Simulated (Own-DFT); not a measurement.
## Calculated data, Si₄₇N₆₄ (beta silicon nitride with one vacancy, atoms displaced)

All values are calculated (Own-DFT development build). A calculation, not a measurement: plane-wave PBE density functional theory by an unreviewed code, no spin, of a simulated periodic cell, stress positive in tension, free energy of the whole cell less one offset for each atom, defect cell not probed for a lower state with spin; forces on such cells moved up to 12 meV/angstrom on a denser k mesh; offsets are fitted by least squares, one for each functional and potential file, so energies compare only between cells with the same atoms and settings and are not formation energies; the far tail of each file's local potential was reset to the Coulomb form; each entry is a single point on an unrelaxed cell, so the pressure reflects the starting lattice, mostly measured values (interpolated for alloys), from which strain is counted, and rises with the displacements; printed positions are rounded, which can move forces by about a meV/angstrom; the program, named Own-DFT, is a retired in-house code; no spin-orbit coupling; before rounding, a Quantum ESPRESSO 7.3.1 run of the same cell and cutoff gave forces within 1 meV/angstrom rms on each cell, which checks the program and not the settings.

Settings shared by all entries: functional PBE; potential files PseudoDojo norm-conserving, scalar-relativistic, standard set; wave cutoff 42 hartree; occupations Fermi-Dirac; smearing width 0.1 eV; k mesh 2 x 2 x 4 centred on Gamma.

(1) 
```cif
# cell vector a (Å): 15.2120 0.0000 0.0000
# cell vector b (Å): -7.6060 13.1740 0.0000
# cell vector c (Å): 0.0000 0.0000 5.8180
data_Si47N64
_symmetry_space_group_name_H-M 'P 1'
_symmetry_Int_Tables_number 1
_cell_length_a 15.2120
_cell_length_b 15.2120
_cell_length_c 5.8180
_cell_angle_alpha 90.000
_cell_angle_beta 90.000
_cell_angle_gamma 120.000
_cell_volume 1165.94
loop_
_atom_site_label
_atom_site_type_symbol
_atom_site_fract_x
_atom_site_fract_y
_atom_site_fract_z
_atom_site_occupancy
Si1 Si 0.08967 0.38542 0.12250 1
Si2 Si 0.11346 0.20079 0.11786 1
Si3 Si 0.29810 0.41290 0.12226 1
Si4 Si 0.41327 0.11834 0.37628 1
Si5 Si 0.38578 0.29755 0.37922 1
Si6 Si 0.20037 0.08618 0.37001 1
N1 N 0.16747 0.01295 0.13135 1
N2 N 0.48224 0.14764 0.13120 1
N3 N 0.34818 0.33054 0.12326 1
N4 N 0.33378 0.48743 0.37669 1
N5 N 0.01356 0.34753 0.37748 1
N6 N 0.14712 0.16120 0.37974 1
N7 N 0.16460 0.33113 0.13221 1
N8 N 0.33078 0.16629 0.37851 1
Si7 Si 0.08251 0.38603 0.61908 1
Si8 Si 0.11632 0.20350 0.62523 1
Si9 Si 0.30102 0.41396 0.62556 1
Si10 Si 0.41085 0.11379 0.87681 1
Si11 Si 0.38330 0.29662 0.87442 1
Si12 Si 0.20188 0.08729 0.87527 1
N9 N 0.16403 0.01151 0.63078 1
N10 N 0.48573 0.15297 0.61748 1
N11 N 0.35079 0.33650 0.62011 1
N12 N 0.33450 0.48530 0.86695 1
N13 N 0.01578 0.35172 0.87475 1
N14 N 0.14693 0.16416 0.87769 1
N15 N 0.16507 0.33266 0.61855 1
N16 N 0.33618 0.16995 0.88209 1
Si13 Si 0.08933 0.88540 0.12295 1
Si14 Si 0.29578 0.91101 0.11227 1
Si15 Si 0.41355 0.61200 0.36712 1
Si16 Si 0.38212 0.79696 0.38310 1
Si17 Si 0.19834 0.58117 0.37434 1
N17 N 0.16558 0.51309 0.12702 1
N18 N 0.47874 0.64702 0.12554 1
N19 N 0.34974 0.83362 0.12362 1
N20 N 0.33279 0.98470 0.37030 1
N21 N 0.01369 0.84740 0.38106 1
N22 N 0.15111 0.66560 0.37906 1
N23 N 0.16162 0.83204 0.12487 1
N24 N 0.33366 0.66700 0.37442 1
Si18 Si 0.08910 0.88679 0.61930 1
Si19 Si 0.11672 0.70319 0.62645 1
Si20 Si 0.29779 0.91213 0.63565 1
Si21 Si 0.41167 0.61679 0.87583 1
Si22 Si 0.38987 0.80086 0.87451 1
Si23 Si 0.20252 0.58263 0.86844 1
N25 N 0.16206 0.51303 0.62238 1
N26 N 0.48710 0.65177 0.62398 1
N27 N 0.34852 0.83284 0.62640 1
N28 N 0.33326 0.98436 0.87821 1
N29 N 0.01775 0.85057 0.87728 1
N30 N 0.14926 0.66240 0.87265 1
N31 N 0.16517 0.83430 0.62970 1
N32 N 0.33144 0.66731 0.87711 1
Si24 Si 0.58814 0.38296 0.11501 1
Si25 Si 0.61724 0.20111 0.13635 1
Si26 Si 0.79084 0.40888 0.12726 1
Si27 Si 0.91122 0.11754 0.37549 1
Si28 Si 0.88606 0.29835 0.37147 1
Si29 Si 0.70333 0.08735 0.37511 1
N33 N 0.66352 0.01555 0.11994 1
N34 N 0.98404 0.14879 0.12606 1
N35 N 0.85048 0.33370 0.12953 1
N36 N 0.83087 0.48051 0.36941 1
N37 N 0.51844 0.34842 0.37582 1
N38 N 0.65012 0.16809 0.37846 1
N39 N 0.66396 0.33279 0.12680 1
N40 N 0.83113 0.16580 0.37162 1
Si30 Si 0.58204 0.38300 0.62998 1
Si31 Si 0.61467 0.20147 0.62482 1
Si32 Si 0.79919 0.41771 0.62882 1
Si33 Si 0.91037 0.11250 0.88041 1
Si34 Si 0.88419 0.29461 0.87246 1
Si35 Si 0.70427 0.08877 0.86633 1
N41 N 0.66810 0.01312 0.63264 1
N42 N 0.98254 0.15047 0.62614 1
N43 N 0.84761 0.33288 0.62358 1
N44 N 0.83287 0.48526 0.88094 1
N45 N 0.51763 0.35095 0.87008 1
N46 N 0.64946 0.16551 0.87219 1
N47 N 0.67057 0.33449 0.62296 1
N48 N 0.83320 0.16756 0.87430 1
Si36 Si 0.58540 0.88333 0.12341 1
Si37 Si 0.61277 0.70000 0.11860 1
Si38 Si 0.79598 0.91638 0.12570 1
Si39 Si 0.91578 0.61733 0.36841 1
Si40 Si 0.88573 0.79667 0.37668 1
Si41 Si 0.70134 0.58877 0.37279 1
N49 N 0.66719 0.51718 0.12955 1
N50 N 0.98562 0.65403 0.12991 1
N51 N 0.84823 0.83158 0.12042 1
N52 N 0.83412 0.98341 0.37876 1
N53 N 0.51260 0.84198 0.37819 1
N54 N 0.65272 0.66869 0.37998 1
N55 N 0.66611 0.83144 0.12910 1
N56 N 0.82869 0.66178 0.36514 1
Si42 Si 0.58963 0.88729 0.62312 1
Si43 Si 0.61266 0.70205 0.62738 1
Si44 Si 0.79769 0.91415 0.61841 1
Si45 Si 0.91344 0.61512 0.87161 1
Si46 Si 0.88262 0.79529 0.87334 1
Si47 Si 0.70262 0.59032 0.87183 1
N57 N 0.66527 0.51396 0.62205 1
N58 N 0.98371 0.64932 0.62824 1
N59 N 0.84729 0.83158 0.61633 1
N60 N 0.83596 0.98582 0.87741 1
N61 N 0.51385 0.85204 0.87451 1
N62 N 0.64809 0.66659 0.87779 1
N63 N 0.66614 0.83196 0.61987 1
N64 N 0.83146 0.66194 0.87934 1
_calc_free_energy_of_cell_above_offsets '-5.171'  # eV
_calc_pressure 5.84  # GPa
_calc_stress_xx -5.15  # GPa
_calc_stress_yy -6.37  # GPa
_calc_stress_zz -6.01  # GPa
_calc_stress_yz -0.72  # GPa
_calc_stress_xz 0.56  # GPa
_calc_stress_xy -0.19  # GPa
```

Force:
```tsv
element	x (eV/Å)	y (eV/Å)	z (eV/Å)
Si	-0.962	-1.104	0.361
Si	-0.077	0.595	2.474
Si	-0.745	-0.477	0.359
Si	-1.131	-1.629	-0.233
Si	0.675	-0.644	-1.199
Si	1.004	-0.224	1.817
N	-0.639	1.713	-1.455
N	1.307	0.67	-1.425
N	-0.644	1.26	0.463
N	0.531	-2.368	-0.727
N	0.358	0.328	-1.707
N	-0.712	0.456	-1.145
N	1.245	0.406	-0.549
N	0.273	0.4	0.141
Si	2.185	-1.3	1.302
Si	-1.326	0.116	-0.415
Si	-2.675	-0.694	-1.065
Si	0.847	1.136	-0.167
Si	0.73	0.64	-0.249
Si	0.718	-0.385	0.437
N	0.022	3.181	-0.767
N	-0.462	-0.656	1.984
N	0.829	-0.381	1.062
N	0.226	0.029	1.546
N	-0.175	-0.233	0.166
N	1.202	-0.655	-0.986
N	0.554	0.938	0.404
N	-0.895	-1.703	-0.477
Si	-1.342	-1.936	0.645
Si	-0.779	-2.048	3.466
Si	-2.224	2.35	2.731
Si	0.131	-1.018	-2.077
Si	-0.183	3.678	-0.329
N	0.211	-0.152	-1.036
N	2.75	1.033	-1.419
N	0.341	0.705	0.103
N	0.382	-0.261	0.995
N	0.543	0.859	-1.171
N	0.663	-0.586	0.913
N	2.517	0.73	-0.044
N	0.085	-1.386	0.181
Si	-0.781	-2.17	1.539
Si	-0.637	-0.557	0.105
Si	-0.93	-0.099	-2.99
Si	-0.596	0.134	-1.413
Si	-3.025	-2.02	0.762
Si	-1.787	2.246	1.364
N	0.498	-0.811	0.05
N	-1.824	-1.356	0.139
N	-0.213	0.935	1.002
N	0.346	1.056	-1.245
N	-1.619	-0.24	-0.996
N	0.702	-0.425	-1.054
N	1.471	0.066	-0.042
N	1.281	-0.092	-0.296
Si	-0.594	1.617	1.976
Si	-1.99	0.663	-2.698
Si	1.861	0.931	-0.445
Si	0.782	-0.413	0.464
Si	-1.296	-0.32	1.112
Si	-0.593	-0.342	-0.326
N	0.08	-0.022	0.663
N	-0.519	-0.232	0.139
N	-0.86	0.168	-1.558
N	0.441	1.906	0.976
N	-1.853	-0.507	-1.021
N	2.063	-1.899	0.564
N	0.752	-1.799	-0.281
N	0.291	0.386	0.072
Si	4.065	1.144	-2.343
Si	-0.282	2.198	0.732
Si	0.343	-1.397	-0.571
Si	0.174	1.866	-1.064
Si	-0.962	1.789	0.255
Si	-0.448	0.31	1.918
N	-0.361	1.426	-2.093
N	0.467	-0.101	0.286
N	0.619	0.177	0.281
N	0.264	-0.618	-0.122
N	-2.551	-1.131	1.635
N	0.178	-0.555	0.935
N	-2.066	-0.585	0.432
N	0.651	-1.311	0.02
Si	0.448	-0.19	0.849
Si	-0.258	0.993	2.52
Si	1.165	-2.487	-0.014
Si	-0.59	-1.195	0.887
Si	-0.652	-1.341	-1.513
Si	0.31	-1.061	0.745
N	-0.858	-1.217	-1.744
N	-0.258	-0.197	-1.937
N	-0.846	1.122	0.746
N	-0.069	1.843	-1.259
N	0.244	1.495	-0.183
N	-1.127	-0.318	-1
N	-1.02	0.531	-0.534
N	1.391	2.077	0.812
Si	-0.071	-2.579	-0.049
Si	1.401	0.972	-0.744
Si	-0.009	-1.811	1.762
Si	0.966	0.368	2.218
Si	1.176	-0.039	-0.193
Si	0.497	-1.796	0.344
N	-0.74	0.618	0.66
N	0.06	0.044	-1.144
N	-0.28	0.608	1.566
N	-0.239	-1.186	-0.782
N	2.422	0.88	-0.511
N	0.753	-0.747	-1.02
N	-0.148	1.16	0.541
N	-0.572	2.052	-0.787
```

(2) 
```cif
# cell vector a (Å): 15.2120 0.0000 0.0000
# cell vector b (Å): -7.6060 13.1740 0.0000
# cell vector c (Å): 0.0000 0.0000 5.8180
data_Si47N64
_symmetry_space_group_name_H-M 'P 1'
_symmetry_Int_Tables_number 1
_cell_length_a 15.2120
_cell_length_b 15.2120
_cell_length_c 5.8180
_cell_angle_alpha 90.000
_cell_angle_beta 90.000
_cell_angle_gamma 120.000
_cell_volume 1165.94
loop_
_atom_site_label
_atom_site_type_symbol
_atom_site_fract_x
_atom_site_fract_y
_atom_site_fract_z
_atom_site_occupancy
Si1 Si 0.08520 0.38617 0.12771 1
Si2 Si 0.11407 0.20082 0.12836 1
Si3 Si 0.29937 0.41433 0.12540 1
Si4 Si 0.40924 0.11333 0.37427 1
Si5 Si 0.38754 0.30146 0.37382 1
Si6 Si 0.20121 0.08747 0.36930 1
N1 N 0.16559 0.01315 0.12236 1
N2 N 0.48520 0.14825 0.13037 1
N3 N 0.34565 0.32952 0.12470 1
N4 N 0.33178 0.48037 0.37004 1
N5 N 0.01777 0.34909 0.36538 1
N6 N 0.15018 0.16397 0.38087 1
N7 N 0.16715 0.33068 0.12944 1
N8 N 0.33652 0.16766 0.37642 1
Si7 Si 0.08614 0.38112 0.61403 1
Si8 Si 0.11542 0.20169 0.62458 1
Si9 Si 0.29874 0.41390 0.61989 1
Si10 Si 0.41367 0.11615 0.87958 1
Si11 Si 0.38927 0.29820 0.88295 1
Si12 Si 0.19996 0.08113 0.88073 1
N9 N 0.16330 0.01544 0.63432 1
N10 N 0.48637 0.15074 0.62092 1
N11 N 0.35107 0.33455 0.62465 1
N12 N 0.32973 0.48464 0.86611 1
N13 N 0.01616 0.35122 0.86985 1
N14 N 0.15275 0.16486 0.87893 1
N15 N 0.16886 0.33448 0.62334 1
N16 N 0.33395 0.16771 0.87595 1
Si13 Si 0.08507 0.88496 0.12252 1
Si14 Si 0.11611 0.70347 0.12628 1
Si15 Si 0.29864 0.91662 0.12817 1
Si16 Si 0.41197 0.61423 0.37191 1
Si17 Si 0.38578 0.79573 0.37131 1
Si18 Si 0.20735 0.58760 0.37750 1
N17 N 0.16916 0.51840 0.12592 1
N18 N 0.48451 0.65029 0.13003 1
N19 N 0.34838 0.83511 0.12470 1
N20 N 0.33027 0.98305 0.36793 1
N21 N 0.01657 0.85189 0.38441 1
N22 N 0.15142 0.66615 0.38082 1
N23 N 0.17047 0.83526 0.12960 1
N24 N 0.33473 0.66689 0.37716 1
Si19 Si 0.08853 0.88642 0.62047 1
Si20 Si 0.29704 0.91526 0.62803 1
Si21 Si 0.41366 0.61540 0.87611 1
Si22 Si 0.38178 0.79805 0.87748 1
Si23 Si 0.20157 0.58642 0.87020 1
N25 N 0.16709 0.51372 0.63359 1
N26 N 0.48455 0.64933 0.62236 1
N27 N 0.34864 0.83496 0.62087 1
N28 N 0.33176 0.98171 0.88089 1
N29 N 0.01811 0.85021 0.88565 1
N30 N 0.14944 0.66288 0.88267 1
N31 N 0.16878 0.83513 0.62647 1
N32 N 0.32893 0.65982 0.87625 1
Si24 Si 0.58794 0.38631 0.12699 1
Si25 Si 0.61225 0.19887 0.12362 1
Si26 Si 0.79884 0.41212 0.12640 1
Si27 Si 0.91298 0.11470 0.38281 1
Si28 Si 0.88343 0.29607 0.37521 1
Si29 Si 0.70095 0.08765 0.37621 1
N33 N 0.66163 0.01552 0.13462 1
N34 N 0.98366 0.14611 0.12912 1
N35 N 0.84982 0.33524 0.13512 1
N36 N 0.83613 0.48356 0.37482 1
N37 N 0.51798 0.35058 0.37466 1
N38 N 0.64954 0.16429 0.36990 1
N39 N 0.66471 0.33189 0.12607 1
N40 N 0.83559 0.16879 0.37619 1
Si30 Si 0.58408 0.37979 0.62580 1
Si31 Si 0.61520 0.19997 0.62943 1
Si32 Si 0.80082 0.41214 0.63140 1
Si33 Si 0.91322 0.11654 0.88627 1
Si34 Si 0.88463 0.29665 0.86970 1
Si35 Si 0.70244 0.08313 0.86755 1
N41 N 0.66511 0.01644 0.62855 1
N42 N 0.98315 0.15031 0.62728 1
N43 N 0.84986 0.33541 0.61334 1
N44 N 0.83657 0.48489 0.87802 1
N45 N 0.51617 0.35002 0.87956 1
N46 N 0.65251 0.16752 0.88037 1
N47 N 0.67184 0.33907 0.62925 1
N48 N 0.83318 0.16542 0.87530 1
Si36 Si 0.58344 0.88173 0.12303 1
Si37 Si 0.61520 0.70134 0.12415 1
Si38 Si 0.79775 0.91545 0.11996 1
Si39 Si 0.91509 0.61616 0.38020 1
Si40 Si 0.88351 0.79729 0.38475 1
Si41 Si 0.70137 0.58358 0.37848 1
N49 N 0.66542 0.51509 0.12269 1
N50 N 0.98056 0.64552 0.11734 1
N51 N 0.84791 0.83557 0.11696 1
N52 N 0.83477 0.98919 0.36889 1
N53 N 0.51674 0.85259 0.36832 1
N54 N 0.64533 0.66449 0.36750 1
N55 N 0.66341 0.82739 0.12877 1
N56 N 0.83103 0.66656 0.37570 1
Si42 Si 0.58767 0.88848 0.62403 1
Si43 Si 0.61391 0.70437 0.62179 1
Si44 Si 0.79907 0.91615 0.63132 1
Si45 Si 0.91160 0.61429 0.87669 1
Si46 Si 0.88597 0.79567 0.86454 1
Si47 Si 0.69760 0.58147 0.87972 1
N57 N 0.66198 0.51003 0.62506 1
N58 N 0.97797 0.64595 0.62857 1
N59 N 0.85111 0.83262 0.62628 1
N60 N 0.83350 0.97840 0.87723 1
N61 N 0.51727 0.85342 0.86815 1
N62 N 0.64965 0.66921 0.88003 1
N63 N 0.67024 0.83270 0.62589 1
N64 N 0.83379 0.66969 0.88121 1
_calc_free_energy_of_cell_above_offsets '-4.638'  # eV
_calc_pressure 6.29  # GPa
_calc_stress_xx -4.57  # GPa
_calc_stress_yy -6.26  # GPa
_calc_stress_zz -8.03  # GPa
_calc_stress_yz -0.97  # GPa
_calc_stress_xz 0.01  # GPa
_calc_stress_xy -0.68  # GPa
```

Force:
```tsv
element	x (eV/Å)	y (eV/Å)	z (eV/Å)
Si	2.788	0.633	-2.371
Si	0.837	0.659	-0.513
Si	-1.18	-1.789	-2.048
Si	0.973	0.345	0.31
Si	-0.001	-1.57	0.545
Si	1.748	-0.07	1.609
N	-0.216	0.305	1.66
N	-0.91	-0.633	-0.621
N	0.349	1.157	0.138
N	0.453	2.539	0.494
N	-2.2	-0.963	1.737
N	-0.688	-0.045	-0.943
N	-1.065	0.907	-0.237
N	-1.935	0.139	-0.161
Si	0.839	1.326	1.51
Si	0.297	0.729	1.396
Si	-0.157	-1.277	0.814
Si	-0.522	-0.276	-0.685
Si	-2.236	-1.007	-1.411
Si	0.473	3.141	-0.936
N	-0.014	0.457	-2.261
N	-0.713	-0.721	0.876
N	0.349	0.43	0.593
N	1.179	0.088	1.403
N	-0.519	-0.402	0.119
N	-0.986	-0.15	-0.142
N	-0.324	-1.364	-0.079
N	0.406	-1.066	0.163
Si	1.917	-1.074	2.315
Si	-0.532	-0.814	0.179
Si	0.273	-2.626	-0.605
Si	-0.004	-0.26	0.665
Si	-1.656	0.712	0.762
Si	-2.505	0.411	0.763
N	-0.16	-2.116	0.307
N	-0.304	-0.417	-1.185
N	0.838	0.079	0.433
N	0.515	1.925	2.31
N	-1.135	-0.32	-2.043
N	0.555	-0.45	-1.387
N	-1.935	-0.142	-0.052
N	0.958	0.036	-0.045
Si	1.536	-1.628	2.157
Si	0.231	-2.127	-0.789
Si	-0.756	-0.101	-0.182
Si	0.193	-1.403	-1.346
Si	-1.003	0.563	1
N	-0.185	-1.027	-2.461
N	-0.557	-0.283	0.27
N	1.087	0.269	0.179
N	0.507	2.744	-0.986
N	-1.502	-0.441	-2.89
N	0.065	0.21	0.819
N	-1.077	0.587	-0.063
N	1.312	3.331	-0.044
Si	1.455	-0.929	-0.07
Si	0.571	1.925	0.595
Si	-1.289	0.215	0.394
Si	-0.785	1.272	-0.891
Si	0.914	0.326	-0.711
Si	1.424	0.793	-0.301
N	0.509	-0.801	-2.054
N	0.246	0.268	0.48
N	1.085	-0.739	-2.45
N	-0.231	0.105	0.348
N	-1.174	-0.307	-0.174
N	-0.431	0.181	1.448
N	0.465	0.005	-0.039
N	-0.548	-1.321	0.15
Si	1.654	0.566	0.283
Si	0.212	2.163	-0.912
Si	-1.475	1.908	-1.157
Si	0.022	-0.93	-1.404
Si	-0.492	0.409	0.89
Si	-0.642	1.993	3.535
N	0.032	-0.394	-1.657
N	0.899	0.074	1.111
N	1.368	-0.977	2.257
N	-0.133	-1.169	0.249
N	0.254	0.183	-0.149
N	0.818	-1.128	-1.117
N	-0.729	-2.993	0.011
N	-0.299	-0.161	-0.008
Si	2.219	0.606	-0.473
Si	-0.649	0.29	0.079
Si	-0.46	-3.186	2.33
Si	-0.338	-0.499	-0.741
Si	0.221	-0.276	-3.311
Si	-0.729	1.544	-0.068
N	-0.224	-0.677	1.334
N	1.38	1.355	2.302
N	1.435	-0.278	1.253
N	0.04	-2.148	1.368
N	-0.61	-0.376	1.59
N	2.027	-1.552	2.068
N	-0.759	3.322	-0.179
N	0.551	-0.261	-0.006
Si	1.478	-1.991	-0.894
Si	1.305	-0.572	0.218
Si	0.492	-2.075	-2.665
Si	-0.052	0.513	-1.243
Si	-0.268	1.005	2.916
Si	0.295	3.189	-1.831
N	-0.37	1.185	0.484
N	0.122	0.669	0.106
N	-1.841	1.818	-0.069
N	-0.248	4.545	-0.648
N	-1.36	-0.806	0.686
N	1.449	-2.037	-2.03
N	-2.063	1.75	-0.14
N	-0.44	-2.752	-0.131
```
